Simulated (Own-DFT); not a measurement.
# Which defects push the lattice out? zincblende GaP

Everything here is calculated. The program is Own-DFT (plane waves, in-house, since retired, never reviewed by a person); positions were held fixed, and spin and spin-orbit coupling were off.

Method: PBE; PseudoDojo norm-conserving scalar-relativistic files; cutoff 42 hartree; 2 x 3 x 3 k mesh centred on Gamma; Fermi-Dirac smearing of 0.1 eV.

Known weak points (not all hold for every row): not probed for a lower state with spin; forces on such cells failed a check on a denser k mesh; forces on such cells moved up to 12 meV/angstrom on a denser k mesh; forces on such cells passed a denser k mesh, each cell not checked; stress not checked against mesh or cutoff.

All runs share one cell, with vectors in Å (16.352, 0.000, 0.000); (0.000, 10.901, 0.000); (0.000, 0.000, 10.901) and a volume of 1943.1 Å³. The atoms are randomly displaced, by u rms on each axis. The defect's site can differ from row to row.

| cell | formula | u (Å) | P (GPa) |
|---|---|---|---|
| no defect | Ga48P48 | 0.0200 | 2.72 |
| no defect | Ga48P48 | 0.0496 | 3.23 |
| no defect | Ga48P48 | 0.0519 | 3.24 |
| one Ga on a P site | Ga49P47 | 0.0281 | 3.17 |
| one Ga on a P site | Ga49P47 | 0.0481 | 3.52 |
| one Ga on a P site | Ga49P47 | 0.0489 | 3.54 |
| two P on a Ga site each | Ga46P50 | 0.0306 | 3.00 |
| two P on a Ga site each | Ga46P50 | 0.0519 | 3.38 |
| two P on a Ga site each | Ga46P50 | 0.0534 | 3.40 |
| two P vacancies | Ga48P46 | 0.0290 | 2.41 |
| two P vacancies | Ga48P46 | 0.0299 | 2.49 |
| two P vacancies | Ga48P46 | 0.0494 | 2.81 |
| one Ga on a P site and one P on a Ga site | Ga48P48 | 0.0289 | 2.95 |
| one Ga on a P site and one P on a Ga site | Ga48P48 | 0.0291 | ? |
| one Ga on a P site and one P on a Ga site | Ga48P48 | 0.0475 | 3.23 |
| one Ga on a P site and one P on a Ga site | Ga48P48 | 0.0485 | 3.28 |

## Working it out

P = P0 + c u² + a shift for each defect gives P0 = 2.65 GPa, c = 224 ± 7 GPa/Å² and a scatter of 0.02 GPa. The shifts, and each times the cell's volume:

- one Ga on a P site: 0.35 ± 0.02 GPa, 4.3 eV
- two P on a Ga site each: 0.13 ± 0.02 GPa, 1.5 eV (0.8 eV for each of its 2 sites)
- one Ga on a P site and one P on a Ga site: 0.10 ± 0.02 GPa, 1.2 eV
- two P vacancies: -0.39 ± 0.02 GPa, -4.7 eV (-2.4 eV for each of its 2 sites)

A positive shift means that the defect pushes the cell outwards. Shift times volume (160.2 GPa Å³ is 1 eV) depends little on the cell's size, so, taken for each site, it can be compared between cells at like pressure. The atoms around the defects weren't relaxed, which would change these numbers.

## The run left out

Asked: what pressure belongs in the blank (one Ga on a P site and one P on a Ga site, u = 0.0291 Å)?

From the fit: 2.94 ± 0.03 GPa. The hidden result is 2.94 GPa.
